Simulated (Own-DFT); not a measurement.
SiC (4H silicon carbide, strained, atoms displaced) (calculated)

A calculation, not a measurement: plane-wave PBE density functional theory by an unreviewed code, no spin, of a simulated periodic cell, stress positive in tension, free energy of the whole cell less one offset for each atom, forces on such cells passed a denser k mesh, this cell's mesh not checked; offsets are fitted by least squares, one for each functional and potential file, so energies compare only between cells with the same atoms and settings and are not formation energies; the far tail of each file's local potential was reset to the Coulomb form; each entry is a single point on an unrelaxed cell, so the pressure reflects the starting lattice, mostly measured values (interpolated for alloys), from which strain is counted, and rises with the displacements; printed positions are rounded, which can move forces by about a meV/angstrom; the program, named Own-DFT, is a retired in-house code; no spin-orbit coupling. Program: Own-DFT development build.

Common to all runs: functional PBE; potential files PseudoDojo norm-conserving, scalar-relativistic, standard set; wave cutoff 42 hartree; occupations Fermi-Dirac; smearing width 0.1 eV; hardware one NVIDIA H100; k mesh 5 x 5 x 3 centred on Gamma.

(1) SiC (4H silicon carbide, strained, atoms displaced)

```
SiC
1.0
      6.1703     0.0227    -0.0457
     -3.0655     5.2685    -0.0501
     -0.0746    -0.1375    10.2565
Si C Si C Si C Si C Si C Si C Si C Si C
2 2 2 2 2 2 2 2 2 2 2 2 2 2 2 2
Direct
  0.99455 0.99113 0.40920
  0.15778 0.33403 0.15780
  0.00880 0.99056 0.10004
  0.17851 0.32590 0.33496
  0.01504 0.50769 0.40214
  0.15579 0.81932 0.16162
  0.99247 0.49431 0.10629
  0.17238 0.83024 0.33985
  0.50220 0.01042 0.40573
  0.66663 0.33671 0.15199
  0.49469 0.98549 0.08803
  0.68443 0.34581 0.33343
  0.50740 0.51456 0.40220
  0.66372 0.83429 0.15783
  0.51169 0.50601 0.09544
  0.65568 0.81488 0.34319
  0.00740 0.00390 0.90340
  0.84434 0.66204 0.66047
  0.00297 0.01524 0.59374
  0.83892 0.67274 0.83402
  0.00523 0.50305 0.90810
  0.84236 0.17546 0.65245
  0.01346 0.50801 0.59823
  0.83885 0.17243 0.84057
  0.49481 0.99722 0.90447
  0.32059 0.66123 0.65496
  0.50123 0.99724 0.59499
  0.32605 0.66984 0.85194
  0.50447 0.50280 0.91018
  0.32875 0.16620 0.65954
  0.51897 0.51662 0.59793
  0.31840 0.15707 0.84766
```

| Item | Value |
| --- | --- |
| free energy of cell above offsets | -2.595 eV |
| pressure | 3.8 GPa |
| stress xx | -4.65 GPa |
| stress yy | -10.13 GPa |
| stress zz | 3.37 GPa |
| stress yz | -3.94 GPa |
| stress xz | -3.37 GPa |
| stress xy | 0.52 GPa |
| wall time | 119 s |

Force:
```
element  x (eV/Å)  y (eV/Å)  z (eV/Å)
     Si     0.391     0.715    -1.014
     Si     2.387    -0.968    -0.786
      C    -2.245     1.001    -1.529
      C    -1.296     0.135     2.567
     Si     0.153     -1.23     0.233
     Si     1.422     1.755    -0.945
      C     0.256    -0.273    -3.153
      C    -0.512     0.874      1.72
     Si     0.794    -0.079    -0.129
     Si    -0.097    -1.784     0.509
      C    -0.735     1.238     1.074
      C    -0.781    -0.821     2.319
     Si     0.964    -3.816     1.654
     Si     1.128      0.28    -0.298
      C    -1.607    -0.726    -0.887
      C    -0.215     4.547    -0.553
     Si     -1.76    -0.904     1.522
     Si    -1.491      1.59    -1.668
      C     1.263    -1.758    -0.499
      C     -0.14    -0.997      3.24
     Si     -1.04    -0.097     0.584
     Si    -1.183    -0.718     1.188
      C    -1.919    -1.371    -2.599
      C    -0.538    -0.608     0.547
     Si     0.713     0.995     0.425
     Si     3.845     1.813     1.669
      C     -0.71     0.785    -0.353
      C     1.448    -1.084    -1.763
     Si    -0.305     0.207    -0.734
     Si     1.001     1.124    -0.501
      C    -1.203    -1.657    -0.887
      C     2.012      1.83    -0.955
```

(2) SiC (4H silicon carbide, strained, atoms displaced)

```
SiC
1.0
      6.1601     0.0652    -0.0026
     -3.0236     5.2146     0.0720
     -0.0042     0.1332    10.1227
Si C Si C Si C Si C Si C Si C Si C Si C
2 2 2 2 2 2 2 2 2 2 2 2 2 2 2 2
Direct
  0.00239 0.00367 0.40778
  0.15800 0.32149 0.15290
  0.99279 0.99814 0.09518
  0.16551 0.32726 0.34434
  0.99872 0.49799 0.40736
  0.16817 0.82666 0.15105
  0.99324 0.49286 0.10037
  0.17514 0.83197 0.33918
  0.48302 0.99184 0.40961
  0.67931 0.33314 0.15797
  0.48417 0.98173 0.09697
  0.66328 0.31766 0.33711
  0.50437 0.50430 0.40627
  0.67588 0.83029 0.16669
  0.50627 0.50398 0.09861
  0.66382 0.83382 0.33908
  0.99238 0.00310 0.90795
  0.83750 0.68331 0.65705
  0.99204 0.98574 0.58852
  0.84657 0.66195 0.84516
  0.99006 0.49807 0.90321
  0.82777 0.16673 0.65482
  0.01122 0.49991 0.59323
  0.83345 0.16437 0.84481
  0.48181 0.97947 0.91705
  0.34514 0.67693 0.65617
  0.50108 0.00075 0.60297
  0.32822 0.65897 0.84049
  0.49168 0.50574 0.91224
  0.32862 0.14581 0.65880
  0.49178 0.49723 0.58915
  0.35387 0.18640 0.84238
```

| Property | Result |
| --- | --- |
| free energy of cell above offsets | -2.297 eV |
| pressure | 8.45 GPa |
| stress xx | -5.55 GPa |
| stress yy | -14.96 GPa |
| stress zz | -4.84 GPa |
| stress yz | 5.76 GPa |
| stress xz | -0.5 GPa |
| stress xy | 4.93 GPa |
| wall time | 109.6 s |

Force:
```
element  x (eV/Å)  y (eV/Å)  z (eV/Å)
     Si     0.091    -1.372    -1.277
     Si     1.236     1.424     1.632
      C     1.003     -0.67    -0.682
      C     0.144     1.165    -0.393
     Si     0.226    -0.617    -0.489
     Si    -1.325     0.103     1.668
      C     1.091     0.517    -2.408
      C     -1.99    -0.346     0.671
     Si     1.879     0.435    -0.435
     Si    -2.539    -1.624    -0.623
      C     2.096     1.609    -0.042
      C    -0.295     1.638     2.476
     Si     -0.08    -1.373    -0.807
     Si    -1.759     -0.28    -2.745
      C     -0.33    -0.904    -0.508
      C     0.559     0.583     3.308
     Si      2.11    -0.425    -0.312
     Si     0.452    -4.763     0.447
      C     0.035     3.268      0.63
      C    -4.114     2.355    -0.716
     Si      2.65    -1.497     1.352
     Si     1.368     0.417     0.877
      C    -1.362     0.824     0.139
      C    -1.521    -0.511    -0.194
     Si     0.737     1.948    -2.055
     Si    -0.527    -2.983      0.18
      C     0.572      0.34    -2.661
      C    -0.852     0.594     0.923
     Si      2.37    -0.226    -0.369
     Si    -2.026     2.918     0.256
      C     1.415     -0.07     1.056
      C    -1.314    -2.476     1.101
```

(3) SiC (4H silicon carbide, strained, atoms displaced)

```
SiC
1.0
      6.1439    -0.1115    -0.0459
     -3.1685     5.4629    -0.0308
     -0.0750    -0.1013    10.2534
Si C Si C Si C Si C Si C Si C Si C Si C
2 2 2 2 2 2 2 2 2 2 2 2 2 2 2 2
Direct
  0.99257 0.99798 0.40745
  0.16665 0.33619 0.14710
  0.00119 0.99635 0.08400
  0.16197 0.33709 0.34376
  0.00450 0.49690 0.41103
  0.16395 0.83255 0.15948
  0.00569 0.49955 0.09344
  0.16393 0.84074 0.34032
  0.49344 0.00274 0.40201
  0.67513 0.33925 0.15895
  0.48647 0.99814 0.08859
  0.66370 0.32305 0.34251
  0.51090 0.51871 0.41349
  0.67659 0.84990 0.15471
  0.50810 0.51041 0.09721
  0.67647 0.83276 0.34216
  0.01854 0.02264 0.90755
  0.82667 0.66018 0.65569
  0.00187 0.00078 0.59750
  0.84150 0.66540 0.84767
  0.99469 0.49620 0.90776
  0.84152 0.17258 0.65828
  0.00611 0.50153 0.59381
  0.82848 0.17642 0.84587
  0.50355 0.00300 0.90351
  0.33571 0.65911 0.65445
  0.50425 0.00578 0.60075
  0.33503 0.66710 0.84935
  0.50474 0.50245 0.90702
  0.33652 0.17522 0.65758
  0.50981 0.50538 0.58657
  0.32732 0.16067 0.83914
```

| Item | Value |
| --- | --- |
| free energy of cell above offsets | -3.428 eV |
| pressure | -1.13 GPa |
| stress xx | -4.51 GPa |
| stress yy | 3.89 GPa |
| stress zz | 4.01 GPa |
| stress yz | -2.55 GPa |
| stress xz | -2.23 GPa |
| stress xy | -8.44 GPa |
| wall time | 123.9 s |

Force:
```
element  x (eV/Å)  y (eV/Å)  z (eV/Å)
     Si     1.577      1.84     0.428
     Si     0.896    -0.146     1.944
      C    -0.021     0.997     1.968
      C     1.086    -0.249    -0.005
     Si    -0.837     0.264     -1.37
     Si     -0.12     -0.05    -1.315
      C    -0.818      0.29    -0.115
      C    -0.307    -1.224     1.122
     Si     1.337    -0.066     1.303
     Si    -1.042    -0.558    -0.544
      C     1.473     0.987     0.872
      C    -0.384     1.636      0.81
     Si    -0.049    -2.325    -3.662
     Si    -0.703    -1.247    -0.449
      C     0.319    -0.379    -0.666
      C    -2.388     0.262    -0.205
     Si    -1.776    -2.524    -1.135
     Si     2.092     1.513     1.341
      C    -0.459    -0.317    -0.671
      C     -1.06     0.868    -0.966
     Si     0.484     1.284     0.245
     Si    -0.298    -0.315     -0.03
      C    -0.749    -0.295     0.067
      C     1.917    -0.652     -0.51
     Si    -1.078     -0.74     0.437
     Si    -0.057     1.861     1.236
      C     -0.36    -0.656    -1.471
      C     0.463    -0.465    -1.255
     Si      0.09     0.193       0.5
     Si     0.749    -0.895    -0.644
      C    -1.295    -0.792     2.199
      C     1.317       1.9      0.54
```

(4) SiC (4H silicon carbide, strained, atoms displaced)

```
SiC
1.0
      6.0805    -0.0485     0.1005
     -3.0823     5.4669     0.0544
      0.1642     0.1973    10.1072
Si C Si C Si C Si C Si C Si C Si C Si C
2 2 2 2 2 2 2 2 2 2 2 2 2 2 2 2
Direct
  0.99251 0.99152 0.40444
  0.18290 0.34778 0.16167
  0.98780 0.99745 0.09813
  0.15246 0.34915 0.33525
  0.02338 0.51292 0.41125
  0.15940 0.82567 0.15044
  0.99652 0.49537 0.08862
  0.16683 0.84256 0.34665
  0.49211 0.99462 0.41243
  0.65679 0.33436 0.15528
  0.49830 0.99949 0.09812
  0.68985 0.36000 0.33543
  0.49766 0.50553 0.40470
  0.66687 0.83372 0.15705
  0.49638 0.49783 0.09515
  0.67748 0.84855 0.34331
  0.98437 0.99370 0.90264
  0.83282 0.66933 0.65497
  0.00774 0.99980 0.58968
  0.82516 0.66676 0.84811
  0.99907 0.49939 0.89788
  0.83634 0.16193 0.65692
  0.01000 0.50457 0.58966
  0.83375 0.15163 0.83936
  0.50204 0.00077 0.91358
  0.33702 0.65114 0.65308
  0.49815 0.01509 0.59700
  0.33482 0.66487 0.84324
  0.49607 0.48434 0.91440
  0.31556 0.16678 0.66017
  0.48854 0.50403 0.58658
  0.34828 0.16270 0.84008
```

| Item | Value |
| --- | --- |
| free energy of cell above offsets | -1.819 eV |
| pressure | 3.74 GPa |
| stress xx | -12.25 GPa |
| stress yy | 6.71 GPa |
| stress zz | -5.66 GPa |
| stress yz | 5.12 GPa |
| stress xz | 6.13 GPa |
| stress xy | -2.26 GPa |
| wall time | 126.4 s |

Force:
```
element  x (eV/Å)  y (eV/Å)  z (eV/Å)
     Si     0.343     2.116    -0.163
     Si    -3.449     -2.16    -2.128
      C     2.248     1.247    -1.526
      C     3.783     -1.69     2.594
     Si    -3.661      0.34    -1.682
     Si    -0.888     -0.17      1.04
      C     0.247     0.334    -0.351
      C     0.937    -0.615      -0.9
     Si     0.441     2.447    -1.039
     Si      1.94    -0.235     0.522
      C    -0.003     0.326    -0.607
      C    -1.313    -1.424     2.306
     Si     0.726    -0.257    -1.598
     Si    -1.059    -0.243     0.659
      C      1.09     1.155     -0.12
      C    -1.672    -1.735     0.359
     Si      2.61    -0.078     1.796
     Si     0.052     -0.73    -0.012
      C    -1.786    -0.399     0.324
      C     0.966    -0.252    -1.359
     Si     0.191    -0.539     1.307
     Si    -1.291     0.305    -1.275
      C    -0.654    -0.722     1.979
      C    -1.304     2.194     0.414
     Si     0.251    -1.407    -1.535
     Si    -2.748      3.58     1.649
      C     0.977    -1.404    -0.175
      C     0.916    -0.121      0.07
     Si    -1.529      0.56    -1.872
     Si     2.767     0.611     -1.04
      C     3.012     -1.44      0.67
      C    -2.142     0.406     1.693
```

(5) SiC (4H silicon carbide, strained, atoms displaced)

```
SiC
1.0
      6.0873     0.0155     0.0003
     -3.0302     5.3601    -0.0056
      0.0004    -0.0102    10.2062
Si C Si C Si C Si C Si C Si C Si C Si C
2 2 2 2 2 2 2 2 2 2 2 2 2 2 2 2
Direct
  0.98902 0.99721 0.40733
  0.16724 0.33769 0.14156
  0.99237 0.99304 0.09734
  0.16816 0.34102 0.34348
  0.98744 0.48221 0.40100
  0.16348 0.83154 0.15591
  0.00152 0.50234 0.09075
  0.16690 0.83766 0.33629
  0.50195 0.99650 0.40604
  0.66384 0.33241 0.16040
  0.49805 0.99270 0.09937
  0.67043 0.33867 0.33292
  0.51563 0.52493 0.40742
  0.66997 0.84509 0.15192
  0.51291 0.50916 0.09878
  0.65107 0.84203 0.33824
  0.00150 0.00587 0.91243
  0.83813 0.66946 0.64500
  0.01031 0.01169 0.60035
  0.82962 0.66813 0.85356
  0.02649 0.51568 0.90339
  0.84576 0.17333 0.65537
  0.00905 0.51533 0.59463
  0.83724 0.16200 0.84532
  0.51231 0.00384 0.91150
  0.32345 0.67145 0.65950
  0.50064 0.00865 0.59968
  0.33405 0.66108 0.83821
  0.51163 0.50106 0.89640
  0.32486 0.15873 0.66260
  0.51558 0.50773 0.59624
  0.31176 0.14947 0.85272
```

| Property | Result |
| --- | --- |
| free energy of cell above offsets | -2.118 eV |
| pressure | 4.58 GPa |
| stress xx | -15.2 GPa |
| stress yy | -0.15 GPa |
| stress zz | 1.61 GPa |
| stress yz | -0.14 GPa |
| stress xz | 0.52 GPa |
| stress xy | 0.65 GPa |
| wall time | 130.9 s |

Force:
```
element  x (eV/Å)  y (eV/Å)  z (eV/Å)
     Si     1.273     1.379    -0.917
     Si     0.919    -0.098     2.863
      C     0.758     1.632    -0.968
      C     1.085    -1.086    -0.298
     Si     0.635     2.707     0.211
     Si     0.146    -0.356     0.044
      C    -0.264     0.055    -0.475
      C    -0.541    -0.777     2.215
     Si    -3.183     1.743     0.577
     Si     0.547     0.198    -2.609
      C    -1.147     1.565    -1.671
      C    -0.871     -0.55     3.621
     Si    -0.944    -2.679    -0.621
     Si       0.4    -2.018     1.265
      C    -1.079    -0.507    -1.852
      C     3.204    -0.543     0.599
     Si    -1.158    -2.218     0.267
     Si    -0.359      1.21     3.347
      C    -0.843    -1.536     -2.23
      C     2.672     0.886    -2.553
     Si    -3.352    -1.976     1.017
     Si    -1.731     0.252     1.172
      C    -0.075    -2.221    -1.429
      C    -0.525     1.733     -0.32
     Si    -1.118    -0.552    -0.455
     Si     2.745     0.777    -1.162
      C     0.973    -0.569     -1.14
      C     1.329     1.641     0.926
     Si    -1.587    -1.359     2.386
     Si     1.311     1.962      0.16
      C     -2.36    -0.779    -0.597
      C     3.138     2.084    -1.374
```

(6) SiC (4H silicon carbide, strained, atoms displaced)

```
SiC
1.0
      6.1756    -0.0794    -0.0016
     -3.1566     5.3683     0.0510
     -0.0027     0.0947     9.8997
Si C Si C Si C Si C Si C Si C Si C Si C
2 2 2 2 2 2 2 2 2 2 2 2 2 2 2 2
Direct
  0.99638 0.01196 0.40796
  0.17449 0.33674 0.15351
  0.99214 0.99057 0.09502
  0.17022 0.33663 0.33351
  0.00494 0.49243 0.40607
  0.16223 0.82884 0.15418
  0.98931 0.48949 0.09308
  0.17784 0.85352 0.34708
  0.49238 0.00668 0.39862
  0.65939 0.33890 0.16094
  0.50712 0.01401 0.09689
  0.66210 0.31596 0.34209
  0.50178 0.48903 0.40314
  0.65255 0.82171 0.15579
  0.50421 0.49295 0.09521
  0.67565 0.82667 0.34868
  0.00766 0.99088 0.91511
  0.84587 0.68105 0.65361
  0.99445 0.99035 0.58795
  0.83828 0.65939 0.84104
  0.01190 0.51178 0.90467
  0.83361 0.15166 0.66326
  0.99268 0.50413 0.59149
  0.83701 0.17508 0.84010
  0.49002 0.99984 0.91301
  0.33266 0.67758 0.67014
  0.51144 0.00648 0.59251
  0.32687 0.66677 0.84072
  0.51445 0.50652 0.90800
  0.33080 0.17083 0.64837
  0.51729 0.50380 0.59591
  0.32081 0.16331 0.84327
```

| Quantity | Value |
| --- | --- |
| free energy of cell above offsets | -1.667 eV |
| pressure | 9.87 GPa |
| stress xx | -4.41 GPa |
| stress yy | -5.71 GPa |
| stress zz | -19.51 GPa |
| stress yz | 4.33 GPa |
| stress xz | -0.02 GPa |
| stress xy | -7.05 GPa |
| wall time | 129 s |

Force:
```
element  x (eV/Å)  y (eV/Å)  z (eV/Å)
     Si     1.489    -1.076    -1.754
     Si    -1.634    -1.463    -1.244
      C     0.168     0.528     0.907
      C     0.008     0.211     2.598
     Si    -0.757     1.712    -0.141
     Si    -0.027     0.262     1.119
      C     1.045     1.256     0.177
      C    -2.119    -2.663    -1.234
     Si     3.057     -2.68     2.808
     Si     2.153    -1.053    -0.847
      C    -0.384    -1.922    -0.004
      C     0.108     3.529     0.279
     Si     -0.05     1.113      1.21
     Si     0.875     1.598     1.065
      C    -1.465     1.241    -0.774
      C    -2.309    -0.026    -1.533
     Si     -2.45     0.543    -2.326
     Si     0.188     -2.85     0.098
      C     0.083     2.844     1.241
      C    -0.337     1.555     0.739
     Si    -1.295    -2.701     0.185
     Si    -0.974      1.94    -2.412
      C     2.108    -0.756     0.957
      C     0.372    -1.237     3.241
     Si     1.125     1.117    -2.227
     Si     0.574    -0.655    -6.575
      C    -1.291    -0.602     0.071
      C     2.297     1.015     4.741
     Si    -1.305    -1.342    -1.454
     Si     1.553     -0.33     1.318
      C    -2.472    -0.015    -0.416
      C     1.664     0.908     0.188
```

(7) SiC (4H silicon carbide, strained, atoms displaced)

```
SiC
1.0
      6.0587     0.0621     0.0929
     -2.9755     5.3609    -0.0762
      0.1518    -0.0561    10.0506
Si C Si C Si C Si C Si C Si C Si C Si C
2 2 2 2 2 2 2 2 2 2 2 2 2 2 2 2
Direct
  0.01559 0.99977 0.40570
  0.16989 0.33559 0.16429
  0.99823 0.00455 0.09906
  0.16100 0.33043 0.33367
  0.99836 0.51027 0.40460
  0.17188 0.82469 0.15587
  0.01455 0.50565 0.09351
  0.16833 0.81065 0.34520
  0.48972 0.98791 0.40613
  0.65703 0.31495 0.16269
  0.51315 0.99557 0.09993
  0.65491 0.33039 0.35207
  0.49241 0.48868 0.41094
  0.65439 0.82811 0.15917
  0.51361 0.51723 0.09687
  0.66744 0.84357 0.33609
  0.01727 0.00018 0.91370
  0.83308 0.66493 0.65034
  0.00952 0.01078 0.59294
  0.83181 0.66786 0.84869
  0.99716 0.49176 0.90519
  0.83594 0.17218 0.66222
  0.00898 0.50283 0.59002
  0.82819 0.17450 0.84703
  0.48905 0.99196 0.89782
  0.33393 0.65298 0.65982
  0.49528 0.00946 0.59460
  0.34144 0.67650 0.85813
  0.50553 0.50802 0.90839
  0.34299 0.17231 0.65638
  0.49968 0.48093 0.58544
  0.33296 0.16880 0.84505
```

| Quantity | Value |
| --- | --- |
| free energy of cell above offsets | -1.648 eV |
| pressure | 8.25 GPa |
| stress xx | -11.55 GPa |
| stress yy | -4.17 GPa |
| stress zz | -9.03 GPa |
| stress yz | -2.36 GPa |
| stress xz | 5.46 GPa |
| stress xy | 5.36 GPa |
| wall time | 115.7 s |

Force:
```
element  x (eV/Å)  y (eV/Å)  z (eV/Å)
     Si    -2.273     0.199    -0.893
     Si     0.498     0.138    -4.386
      C     1.311     -0.45    -0.034
      C     0.734    -0.182     5.206
     Si     0.531    -3.754     0.517
     Si    -0.936     0.944    -0.088
      C    -1.344    -1.569      0.18
      C    -1.155     2.933    -0.933
     Si     0.857     1.383     0.835
     Si      0.41      2.71    -0.678
      C    -3.222     0.752    -2.266
      C     1.763    -0.987    -1.186
     Si    -1.819     1.918    -3.189
     Si      3.03      0.49    -0.449
      C     0.041    -3.326    -0.361
      C     1.766    -1.585      3.42
     Si    -2.863    -0.203    -0.272
     Si      0.32     0.973     1.198
      C    -0.206    -1.049      0.19
      C     0.871     0.464    -1.519
     Si    -0.493     1.205     1.428
     Si    -0.419    -0.092    -1.508
      C    -0.059    -0.455     0.922
      C     1.416    -1.509    -0.266
     Si     1.244      2.73      2.73
     Si    -0.553     1.803     -0.23
      C     3.033    -2.498    -0.017
      C    -0.628    -2.695    -3.261
     Si     0.384    -0.797     1.444
     Si    -1.951    -0.863     0.828
      C    -0.606     2.271     3.013
      C     0.317     1.099    -0.375
```

(8) SiC (4H silicon carbide, strained, atoms displaced)

```
SiC
1.0
      6.2839     0.0013    -0.0241
     -3.1408     5.3229     0.0650
     -0.0394     0.0997    10.1375
Si C Si C Si C Si C Si C Si C Si C Si C
2 2 2 2 2 2 2 2 2 2 2 2 2 2 2 2
Direct
  0.99385 0.00232 0.40070
  0.16026 0.32892 0.15240
  0.00263 0.99773 0.09513
  0.15853 0.34008 0.34409
  0.97717 0.49831 0.40292
  0.16105 0.82557 0.15585
  0.99503 0.51079 0.09865
  0.17560 0.82929 0.35163
  0.52931 0.02610 0.40789
  0.67178 0.33023 0.15482
  0.50093 0.01316 0.09148
  0.66510 0.34243 0.33696
  0.49722 0.50959 0.40574
  0.65968 0.82558 0.14725
  0.50338 0.50557 0.09350
  0.65942 0.83279 0.34612
  0.00117 0.00278 0.90162
  0.84325 0.66333 0.66283
  0.00080 0.00585 0.59516
  0.83167 0.66660 0.84101
  0.00288 0.50352 0.90695
  0.84289 0.17178 0.65241
  0.99718 0.50902 0.59000
  0.83107 0.16035 0.83618
  0.50105 0.01272 0.90393
  0.34692 0.68315 0.65885
  0.50797 0.00326 0.59176
  0.33471 0.67911 0.85094
  0.51521 0.52444 0.90485
  0.33619 0.17848 0.65809
  0.49186 0.49814 0.58508
  0.31745 0.15297 0.84821
```

| Property | Result |
| --- | --- |
| free energy of cell above offsets | -3.175 eV |
| pressure | -0.19 GPa |
| stress xx | 5.98 GPa |
| stress yy | -5.15 GPa |
| stress zz | -0.25 GPa |
| stress yz | 3.26 GPa |
| stress xz | -0.69 GPa |
| stress xy | -0.25 GPa |
| wall time | 115.2 s |

Force:
```
element  x (eV/Å)  y (eV/Å)  z (eV/Å)
     Si     1.429    -0.382      0.98
     Si     0.232     0.856     1.015
      C        -1    -0.167     -1.09
      C     0.234    -0.269    -0.576
     Si     2.699     1.118     0.662
     Si      0.56     2.334     1.709
      C     1.457    -2.057    -2.056
      C     -1.07     1.734    -1.544
     Si    -2.151    -2.959    -0.249
     Si    -1.608     0.953    -0.106
      C     0.635    -1.717    -0.304
      C    -0.841     0.294     0.808
     Si    -0.668     -1.25    -0.872
     Si    -0.068      1.97     1.912
      C    -0.136    -1.352    -0.726
      C     0.732     1.281    -1.466
     Si     -0.82    -0.501     1.132
     Si    -1.818      0.87    -2.761
      C     0.669    -0.574    -0.421
      C     0.685     0.054     1.247
     Si    -0.364    -0.653     0.082
     Si    -0.618     0.089    -0.193
      C     1.167    -0.533     0.853
      C    -0.319     1.225     1.687
     Si     0.498    -0.163     0.518
     Si    -0.726    -1.606    -1.041
      C    -0.332     1.681     0.681
      C     0.484    -0.517    -1.214
     Si    -0.999    -2.461      0.62
     Si     0.062    -1.428    -0.677
      C     0.873     1.151     2.702
      C      1.12      2.98    -1.312
```
